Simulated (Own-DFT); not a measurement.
# Computed records: Hf$_{36}$O$_{71}$ (tetragonal hafnia with one neutral oxygen vacancy, atoms displaced)

Computed with Own-DFT development build. A calculation, not a measurement: plane-wave PBE and HSE06 DFT by an unreviewed code, no spin, of a simulated cell at Gamma alone, so results move with cell size and shape, stress positive in tension, energies less offsets, not probed for a lower state with spin; hafnium file: forces about 75 meV/angstrom off all-electron values; oxygen file: force components 24 meV/angstrom off all-electron in a glass; k mesh not checked against a denser one; forces and stress are PBE's, HSE06 gives the energy alone, and its difference from PBE has offsets of its own; offsets are fitted by least squares, one for each functional and potential file, so energies compare only between cells with the same atoms and settings and are not formation energies; the far tail of each file's local potential was reset to the Coulomb form; each entry is a single point on an unrelaxed cell, so the pressure reflects the starting lattice, taken from the Materials Project, from which strain is counted, and rises with the displacements; printed positions are rounded, which can move forces by about a meV/angstrom; the program is a retired in-house code; no spin-orbit coupling.

Settings shared by all entries: first functional PBE; second functional HSE06; exact exchange share 0.25; screening 0.11 1/bohr; exchange divergence Gygi-Baldereschi; potential files PseudoDojo norm-conserving, scalar-relativistic, made for PBE, standard set; wave cutoff 48 hartree; occupations fixed; k mesh 1 x 1 x 1 centred on Gamma.

(1) Hf$_{36}$O$_{71}$ (tetragonal hafnia with one neutral oxygen vacancy, atoms displaced)

```
cell vectors (Å)
  10.7800     0.0000     0.0000
   0.0000    10.7800     0.0000
   0.0000     0.0000    10.4493
atoms (fractions of the cell vectors)
Hf  0.00448  0.00105  0.99211
Hf  0.16758  0.16518  0.25222
O   0.99581  0.16810  0.14765
O   0.16752  0.00564  0.34056
O   0.00945  0.16481  0.41380
O   0.16831  0.00139  0.08927
Hf  0.01057  0.00839  0.49572
Hf  0.16617  0.16948  0.75219
O   0.98968  0.16796  0.65558
O   0.17243  0.99903  0.84986
O   0.99398  0.16423  0.90135
O   0.16439  0.99216  0.59979
Hf  0.00399  0.32631  0.99544
Hf  0.16863  0.50229  0.25285
O   0.98722  0.49753  0.15428
O   0.16175  0.34014  0.34346
O   0.00626  0.50661  0.39561
O   0.16757  0.33524  0.09338
Hf  0.00478  0.32887  0.50110
Hf  0.16447  0.50376  0.74147
O   0.99433  0.49877  0.65916
O   0.17136  0.33663  0.84845
O   0.00183  0.50015  0.90045
O   0.16779  0.33454  0.60185
Hf  0.99172  0.67044  0.99383
Hf  0.17365  0.84100  0.24421
O   0.99847  0.82904  0.14931
O   0.17184  0.66014  0.34795
O   0.00233  0.83913  0.39668
O   0.16620  0.66093  0.09426
Hf  0.00305  0.66000  0.50737
Hf  0.16686  0.82944  0.74880
O   0.00031  0.82631  0.65445
O   0.16203  0.66425  0.84707
O   0.00142  0.83744  0.91094
O   0.16783  0.66970  0.59361
Hf  0.33100  0.99914  0.00366
Hf  0.49398  0.16711  0.26477
O   0.33471  0.16231  0.15401
O   0.50223  0.99596  0.34137
O   0.33225  0.16504  0.40208
O   0.49822  0.00331  0.09282
Hf  0.32905  0.99651  0.49665
Hf  0.49690  0.16233  0.74860
O   0.33008  0.16383  0.65148
O   0.50014  0.00361  0.84741
O   0.33183  0.16788  0.90298
O   0.49548  0.00137  0.59687
Hf  0.33990  0.33572  0.99536
Hf  0.49788  0.50384  0.25500
O   0.32979  0.49530  0.15714
O   0.50876  0.32906  0.35105
O   0.33493  0.49937  0.39901
O   0.50368  0.34031  0.09502
Hf  0.32691  0.33706  0.50009
Hf  0.49703  0.50135  0.75574
O   0.33704  0.50164  0.64973
O   0.49331  0.34155  0.84693
O   0.33529  0.49263  0.90667
O   0.50173  0.32747  0.58788
Hf  0.32687  0.66604  0.00245
Hf  0.50504  0.83393  0.24620
O   0.32824  0.82610  0.15767
O   0.50511  0.66854  0.34455
O   0.33717  0.83103  0.39925
O   0.50197  0.66930  0.10248
Hf  0.33892  0.66860  0.49444
Hf  0.49570  0.83306  0.74968
O   0.33207  0.83352  0.65158
O   0.50583  0.66932  0.84658
O   0.33613  0.84052  0.89548
O   0.49841  0.67495  0.59920
Hf  0.66200  0.99191  0.00389
Hf  0.84052  0.16531  0.25179
O   0.66860  0.16328  0.16103
O   0.83519  0.00754  0.34919
O   0.67123  0.16292  0.40212
O   0.83602  0.99369  0.09539
Hf  0.66763  0.00092  0.50471
Hf  0.83429  0.17242  0.75251
O   0.66841  0.15987  0.66128
O   0.84077  0.00010  0.84401
O   0.66507  0.17982  0.90617
O   0.83570  0.99391  0.58699
Hf  0.66985  0.33840  0.00384
Hf  0.82934  0.50470  0.25913
O   0.66398  0.50017  0.14774
O   0.83390  0.33494  0.34681
O   0.66704  0.49013  0.40458
O   0.83632  0.33349  0.09417
Hf  0.66843  0.33873  0.51002
Hf  0.84263  0.50425  0.75113
O   0.66634  0.50772  0.65176
O   0.83078  0.33474  0.84320
O   0.66974  0.50467  0.90226
O   0.83401  0.33320  0.59957
Hf  0.65761  0.66513  0.99804
Hf  0.83271  0.83723  0.24746
O   0.65926  0.82628  0.15454
O   0.83294  0.66603  0.34823
O   0.83631  0.66766  0.09225
Hf  0.66680  0.67494  0.51058
Hf  0.84239  0.83267  0.75162
O   0.66393  0.83574  0.65129
O   0.83136  0.66626  0.84319
O   0.67151  0.83562  0.90326
O   0.83090  0.65533  0.59686
```

* PBE energy of cell above offsets: -96.532 eV
* HSE06 less PBE above offsets: 0.099 eV
* PBE pressure: 3.11 GPa
* PBE stress xx: -2.3 GPa
* PBE stress yy: -3.13 GPa
* PBE stress zz: -3.9 GPa
* PBE stress yz: -0.24 GPa
* PBE stress xz: 1.37 GPa
* PBE stress xy: 0.12 GPa

Force:
```csv
element,x (eV/Å),y (eV/Å),z (eV/Å)
Hf,-1.689,0.238,1.414
Hf,0.291,2.487,-2.297
O,2.063,-0.438,0.584
O,0.364,-1.119,1.057
O,0.368,2.085,-2.12
O,-0.57,-0.274,1.772
Hf,-3.052,-3.906,1.047
Hf,0.416,-0.272,0.623
O,3.087,0.099,-0.901
O,-0.784,0.324,-0.85
O,0.919,0.45,-0.786
O,0.66,0.473,-0.194
Hf,-0.808,2.141,1.663
Hf,-2.269,0.35,-2.082
O,1.89,0.296,0.134
O,0.371,-2.167,1.407
O,-0.416,-1.129,2.106
O,0.047,-0.563,0.062
Hf,-2.034,1.545,-0.513
Hf,0.587,-0.702,1.896
O,3.159,0.249,-2.474
O,-0.656,-0.403,-1.12
O,-0.152,-0.156,-0.319
O,-0.65,0.066,-0.187
Hf,0.565,-1.63,1.906
Hf,-3.706,-2.207,1.192
O,1.338,0.28,0.465
O,0.383,2.288,0.097
O,0.33,-0.644,0.946
O,-0.289,0.253,-0.185
Hf,-1.134,1.737,-2.494
Hf,0.433,0.848,0.234
O,0.5,-0.403,0.163
O,0.823,0.411,-0.491
O,0.049,-0.9,-2.216
O,0.63,-0.678,0.845
Hf,1.179,1.334,-1.472
Hf,2.39,0.317,-2.031
O,-0.668,0.069,0.5
O,-0.244,0.054,1.093
O,-0.419,0.475,0.29
O,-0.243,-1.05,0.582
Hf,1.266,0.001,0.966
Hf,0.815,1.006,0.454
O,-0.694,0.191,-0.057
O,0.35,-0.764,-0.094
O,-0.061,-0.52,-0.215
O,-0.335,0.055,-0.245
Hf,-0.168,-1.314,1.733
Hf,1.109,-1.886,-1.105
O,1.263,0.655,-0.513
O,-1.165,1.146,-0.319
O,0.372,-0.111,0.638
O,-0.945,-0.357,0.429
Hf,2.269,-0.428,-0.185
Hf,1.495,-0.118,-0.668
O,-0.789,-0.105,-0.1
O,0.069,-1.452,-0.606
O,-0.201,3.597,-0.947
O,-1.627,0.063,1.333
Hf,0.486,-0.327,0.032
Hf,-1.085,-0.214,1.001
O,1.782,0.336,-1.849
O,0.018,0.187,1.162
O,-0.698,0.822,0.178
O,-1.961,-0.33,-0.682
Hf,-0.464,-0.222,0.076
Hf,0.534,0.789,-0.094
O,-0.373,-0.119,-0.384
O,-0.558,-0.124,0.543
O,-0.182,-1.884,0.954
O,-0.206,-0.12,-0.214
Hf,1.05,2.784,-0.305
Hf,-3.29,1.283,-0.827
O,-0.212,-0.117,-0.014
O,0.181,-1.592,-0.55
O,-0.522,0.477,1.518
O,-0.472,-0.295,-0.053
Hf,0.483,0.204,-0.891
Hf,-1.872,-0.565,0.763
O,-0.511,-0.091,-0.548
O,-0.181,-0.209,-0.181
O,-0.22,-2.288,-0.045
O,0.786,-0.219,0.672
Hf,0.574,-0.167,0.43
Hf,0.085,-1.224,-1.893
O,0.217,0.728,1.075
O,1.11,-0.73,0.666
O,-0.243,2.371,-0.129
O,-0.163,-0.441,-0.319
Hf,0.182,-1.227,-1.749
Hf,-3.71,-1.132,1.205
O,-0.722,-0.662,0.638
O,0.634,0.688,0.339
O,-0.419,-0.423,-0.273
O,0.962,0.12,-0.178
Hf,1.595,-0.362,0.443
Hf,1.091,0.006,0.461
O,2.121,0.826,-0.413
O,-0.65,1.647,0.525
O,-1.865,0.539,0.153
Hf,0.019,-0.628,-1.395
Hf,-1.905,1.362,-0.319
O,0.813,-0.476,0.08
O,0.898,0.971,0.476
O,-0.335,-0.571,-0.091
O,1.107,0.735,0.168
```

(2) Hf$_{36}$O$_{71}$ (tetragonal hafnia with one neutral oxygen vacancy, atoms displaced)

```
cell vectors (Å)
  10.7800     0.0000     0.0000
   0.0000    10.7800     0.0000
   0.0000     0.0000    10.4493
atoms (fractions of the cell vectors)
Hf  0.99867  0.99896  0.00819
Hf  0.16604  0.17290  0.25561
O   0.99368  0.16596  0.16000
O   0.15501  0.00301  0.34929
O   0.99717  0.16876  0.40983
O   0.16787  0.99594  0.11511
Hf  0.00879  0.00186  0.50570
Hf  0.15968  0.16932  0.74097
O   0.99847  0.17288  0.65397
O   0.17344  0.99618  0.84693
O   0.99347  0.15998  0.90990
O   0.18209  0.99077  0.58747
Hf  0.00600  0.33060  0.00427
Hf  0.16442  0.50795  0.23870
O   0.00098  0.51138  0.16334
O   0.16156  0.32515  0.35022
O   0.00712  0.48065  0.40396
O   0.16943  0.33615  0.09144
Hf  0.00695  0.33980  0.49832
Hf  0.17904  0.49661  0.73679
O   0.99817  0.49832  0.65198
O   0.17483  0.34006  0.84580
O   0.98242  0.50540  0.90818
O   0.16865  0.32769  0.60941
Hf  0.98822  0.67227  0.00393
Hf  0.15250  0.82851  0.24965
O   0.99476  0.83980  0.15438
O   0.17036  0.66986  0.34979
O   0.00863  0.83097  0.39559
O   0.16587  0.67048  0.11049
Hf  0.00507  0.66447  0.50221
Hf  0.16558  0.82744  0.75111
O   0.99116  0.83163  0.64690
O   0.16168  0.65700  0.84432
O   0.99541  0.82992  0.88907
O   0.17823  0.66609  0.59131
Hf  0.33820  0.99429  0.98993
Hf  0.49936  0.16960  0.25372
O   0.33366  0.16955  0.16254
O   0.49259  0.99766  0.34377
O   0.32061  0.16648  0.40476
O   0.49981  0.98192  0.10567
Hf  0.34248  0.00058  0.50099
Hf  0.48417  0.16320  0.75039
O   0.33175  0.17103  0.65229
O   0.50653  0.99775  0.85131
O   0.33675  0.16570  0.89450
O   0.49961  0.00036  0.59352
Hf  0.33532  0.34088  0.00832
Hf  0.50266  0.51022  0.25049
O   0.34008  0.49054  0.15552
O   0.50030  0.33118  0.35089
O   0.32855  0.50569  0.39356
O   0.49170  0.34350  0.09096
Hf  0.33927  0.32741  0.48918
Hf  0.49153  0.51012  0.74943
O   0.33519  0.49293  0.63819
O   0.49778  0.34858  0.84946
O   0.35734  0.49377  0.89876
O   0.50667  0.33218  0.59174
Hf  0.34432  0.67553  0.99533
Hf  0.51290  0.84482  0.25802
O   0.33255  0.83642  0.14580
O   0.48923  0.66588  0.35660
O   0.34129  0.83426  0.40563
O   0.50401  0.66310  0.10811
Hf  0.34384  0.67101  0.49544
Hf  0.49725  0.82847  0.75561
O   0.32475  0.84726  0.64734
O   0.50313  0.66508  0.85377
O   0.32887  0.82737  0.90062
O   0.49411  0.67155  0.61103
Hf  0.67161  0.99115  0.00755
Hf  0.83160  0.16445  0.24583
O   0.66800  0.16377  0.13336
O   0.84475  0.00188  0.35377
O   0.67116  0.16531  0.39631
O   0.83868  0.99869  0.09964
Hf  0.65648  0.00921  0.49325
Hf  0.82304  0.17113  0.73912
O   0.67157  0.16721  0.65675
O   0.84190  0.00866  0.83615
O   0.68278  0.16333  0.91311
O   0.84096  0.00270  0.59000
Hf  0.67407  0.32212  0.01174
Hf  0.83610  0.50905  0.25156
O   0.66619  0.49817  0.15211
O   0.84170  0.32040  0.34955
O   0.67172  0.50486  0.39585
O   0.83719  0.32253  0.09375
Hf  0.67112  0.33831  0.48187
Hf  0.83055  0.48681  0.74381
O   0.67216  0.49638  0.66216
O   0.83494  0.32543  0.84089
O   0.65052  0.50700  0.90266
O   0.83368  0.33704  0.59766
Hf  0.65601  0.65925  0.02126
Hf  0.83643  0.84250  0.24249
O   0.66438  0.82350  0.14280
O   0.84131  0.66087  0.34643
O   0.67360  0.83044  0.40656
Hf  0.66814  0.65456  0.50308
Hf  0.83077  0.82883  0.75962
O   0.65379  0.84531  0.64381
O   0.83545  0.65506  0.85268
O   0.66595  0.84028  0.90158
O   0.82402  0.66368  0.59952
```

* PBE energy of cell above offsets: -88.976 eV
* HSE06 less PBE above offsets: 0.573 eV
* PBE pressure: 4.2 GPa
* PBE stress xx: -5.56 GPa
* PBE stress yy: -3.27 GPa
* PBE stress zz: -3.77 GPa
* PBE stress yz: -0.27 GPa
* PBE stress xz: -0.43 GPa
* PBE stress xy: 0.41 GPa

Force:
```csv
element,x (eV/Å),y (eV/Å),z (eV/Å)
Hf,2.243,0.869,-1.998
Hf,-0.98,-3.265,-0.072
O,1.699,0.104,-0.815
O,0.465,-0.264,-0.331
O,0.569,-0.174,-0.011
O,-0.321,0.36,-2.775
Hf,-0.595,0.132,-1.43
Hf,0.424,0.376,1.7
O,0.643,-0.823,0.018
O,-0.157,-0.045,-0.01
O,1.756,1.263,0.571
O,-2.928,1.325,1.662
Hf,-1.357,0.024,-2.559
Hf,2.548,0.016,2.52
O,-1.523,-0.174,-1.513
O,0.846,2.596,0.115
O,-0.29,6.204,-2.321
O,-1.166,0.167,1.721
Hf,-0.561,-4.998,2.706
Hf,-1.699,-0.309,0.734
O,1.427,0.654,-0.474
O,-0.87,-0.64,0.404
O,1.053,-1.436,1.724
O,0.484,0.475,-1.708
Hf,-0.069,-1.974,-1.784
Hf,2.956,2.069,0.785
O,-0.14,-1.036,-1.996
O,-0.809,-1.285,0.107
O,-0.774,-0.744,0.708
O,0.009,-0.411,-1.814
Hf,0.013,0.629,0.159
Hf,-0.919,0.322,-0.944
O,1.57,-0.863,0.115
O,1.029,0.553,0.287
O,0.149,0.409,2.07
O,-1.653,-0.043,0.685
Hf,-1.353,0.84,1.859
Hf,-0.493,0.027,-2.014
O,1.039,0.069,-0.657
O,1.006,3.06,1.6
O,1.401,-0.641,-0.577
O,0.85,1.162,-0.768
Hf,-2.214,-1.248,-0.804
Hf,2.154,2.421,1.239
O,-0.204,-0.309,-1.064
O,-1.19,0.187,0.027
O,0.426,-0.255,1.257
O,0.179,1.304,0.877
Hf,0.281,-0.878,-3.093
Hf,-1.872,-1.063,0.046
O,-1.301,0.844,-0.665
O,0.272,0.494,-0.776
O,0.401,-1.488,0.482
O,3.709,-1.331,2.241
Hf,-0.516,2.414,1.844
Hf,2.11,-2.888,0.804
O,0.374,0.242,0.216
O,0.513,-4.041,-1.479
O,-2.388,3.05,0.625
O,-0.185,-0.329,-0.863
Hf,-1.586,-2.151,1.837
Hf,-2.845,-3.02,-1.307
O,0.765,-1.051,0.393
O,1.808,0.346,-0.655
O,0.137,0.729,-0.631
O,-2.87,-0.144,1.08
Hf,-1.511,-0.418,-0.309
Hf,1.178,0.803,-1.82
O,2.239,-1.331,1.691
O,-0.958,2.481,1.054
O,0.343,0.819,-1.268
O,1.183,-0.458,-0.438
Hf,-0.982,1.904,-2.134
Hf,0.843,-0.011,1.294
O,-1.56,-0.001,3.485
O,-1.067,-0.535,-2.056
O,-1.137,0.729,-0.989
O,-1.625,-0.737,0.781
Hf,3.689,-2.575,2.876
Hf,2.717,-1.466,1.67
O,-4.284,-0.611,-2.211
O,-0.389,-2.539,1.088
O,-0.831,-0.52,-0.992
O,-1.984,0.177,-0.086
Hf,-1.844,1.49,-3.669
Hf,-0.022,-1.977,-0.41
O,1.036,0.368,0.54
O,-1.62,2.253,-0.644
O,-0.348,-0.986,-0.552
O,0.628,0.942,1.08
Hf,0.511,-1.252,3.195
Hf,1.605,0.82,2.473
O,-3.056,0.709,-2.605
O,-0.193,1.51,1.177
O,1.246,-0.666,1.54
O,-0.582,0.14,-1.253
Hf,4.139,-1.138,-4.491
Hf,-1.02,-0.503,2.842
O,1.702,0.768,1.448
O,0.138,1.594,0.197
O,-0.808,0.258,-1.483
Hf,-0.318,3.106,1.782
Hf,-0.631,0.684,-1.124
O,0.879,-0.759,1.656
O,-0.428,2.248,0.082
O,0.373,-1.968,-0.174
O,1.278,0.238,-0.547
```
